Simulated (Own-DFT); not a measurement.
# Which defects push the lattice out? B20 RuSi

The numbers are computed, not measured, by runs of the plane-wave DFT program Own-DFT (in-house, retired, unreviewed) at fixed positions, with no spin and no spin-orbit coupling.

All runs used: PBE; PseudoDojo norm-conserving scalar-relativistic files; cutoff 50 hartree; 5 x 4 x 5 k mesh centred on Gamma; cold (Marzari-Vanderbilt) smearing of 0.2 eV.

Keep in mind (not all hold for every row): not probed for a lower state with spin; forces on such cells failed a check on a denser k mesh; stress not checked against mesh or cutoff.

All runs share one cell, with vectors in Å (4.709, 0.000, 4.709); (0.000, 9.417, 0.000); (-4.709, 0.000, 4.709) and a volume of 417.6 Å³. The atoms are randomly displaced, by u rms on each axis. The defect's site can differ from row to row.

```
cell,formula,u (Å),P (GPa)
no defect,Ru16Si16,0.0176,4.59
no defect,Ru16Si16,0.0196,4.95
no defect,Ru16Si16,0.0521,6.79
one Si on a Ru site,Ru15Si17,0.0290,5.51
one Si on a Ru site,Ru15Si17,0.0292,5.77
one Si on a Ru site,Ru15Si17,0.0515,7.13
one Si vacancy,Ru16Si15,0.0269,1.86
one Si vacancy,Ru16Si15,0.0494,4.64
one Si vacancy,Ru16Si15,0.0524,5.63
one Ru vacancy,Ru15Si16,0.0294,2.85
one Ru vacancy,Ru15Si16,0.0299,2.64
one Ru vacancy,Ru15Si16,0.0509,4.72
one Ru vacancy,Ru15Si16,0.0524,?
one Ru on a Si site,Ru17Si15,0.0309,7.95
one Ru on a Si site,Ru17Si15,0.0316,8.16
one Ru on a Si site,Ru17Si15,0.0530,10.33
```

## What the rows give

P = P0 + c u² + a shift for each defect gives P0 = 4.15 GPa, c = 1141 ± 125 GPa/Å² and a scatter of 0.44 GPa. The shifts, and each times the cell's volume:

- one Ru on a Si site: 2.86 ± 0.36 GPa, 7.4 eV
- one Si on a Ru site: 0.34 ± 0.36 GPa, 0.9 eV (not resolved)
- one Si vacancy: -2.35 ± 0.37 GPa, -6.1 eV
- one Ru vacancy: -2.40 ± 0.36 GPa, -6.2 eV

Against the defect-free cell, a freed cell would be larger where the shift is positive and smaller where it is negative (160.2 GPa Å³ is 1 eV). The atoms around the defects weren't relaxed, which would change these numbers.

## Check

Asked: what pressure belongs in the blank (one Ru vacancy, u = 0.0524 Å)?

Estimate: 4.88 ± 0.53 GPa. The hidden result is 5.29 GPa.
